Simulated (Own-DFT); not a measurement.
# Strain and stress in wurtzite AlGaN with randomly placed atoms, 128 atoms (Al56Ga8N64)

Calculated results; nothing here was measured. They come from Own-DFT, an in-house plane-wave density functional program, since retired, whose code no person has reviewed. Each row is one single-point run on a periodic cell that was not relaxed, without spin or spin-orbit coupling.

Settings of every run: PBE; PseudoDojo norm-conserving scalar-relativistic files; cutoff 42 hartree; 3 x 3 x 3 k mesh centred on Gamma; Fermi-Dirac smearing of 0.05 eV.

Known limits: forces on such cells passed a denser k mesh, each cell not checked; stress not checked against mesh or cutoff.

Unstrained cell vectors in Å: (12.486, 0.000, 0.000); (-6.243, 10.814, 0.000); (0.000, 0.000, 10.015). The unstrained cell has measured lattice constants (interpolated for alloys), not those of this functional. That, the random moves and any unrelaxed bonds set the pressure at no strain. Each run strains this cell uniformly, with the atoms carried along. Every atom was also moved at random, by a Gaussian of width 0.05 Å on each axis. The random placing of the alloy's atoms differs from row to row. Strain is the symmetric tensor, in per cent. Stress is positive in tension, and the pressure is minus a third of its trace.

```
run,e_xx (%),e_yy (%),e_zz (%),s_xx (GPa),s_yy (GPa),s_zz (GPa),P (GPa),E (meV/atom)
1,0.25,0.25,0.00,-7.19,-3.68,-5.07,5.31,18.8
2,-0.25,-0.25,0.00,-6.46,-7.49,-7.47,7.14,9.2
3,-0.75,-0.75,0.00,-10.52,-11.49,-6.98,9.66,19.1
4,1.25,1.25,0.00,0.59,0.13,-3.60,0.96,3.2
5,-1.00,-1.00,0.00,-12.68,-13.40,-6.48,10.85,26.0
6,1.50,1.50,0.00,1.68,2.56,-3.94,-0.10,0.0
7,-1.50,-1.50,0.00,-17.43,-15.37,-6.69,13.16,40.9
8,-2.00,-2.00,0.00,-18.19,-20.76,-8.78,15.91,50.0
9,0.50,0.50,0.00,?,?,?,?,?
```

E is the free energy for each atom above the lowest run shown.

## Worked fit

The change of volume is close to e_xx + e_yy + e_zz. A straight line through the runs shown gives P = 6.49 - 226 x (fractional change of volume) GPa, with an error of 5 on the slope and a scatter of 0.32 GPa. The strain isn't the same on all axes and the cell isn't cubic, so the slope belongs to this path and is not the bulk modulus.

## Withheld run

Question: what pressure should run 9 give? Its volume changes by 1.00 %.

The line gives 4.2 GPa. The calculation gave 3.84 GPa.
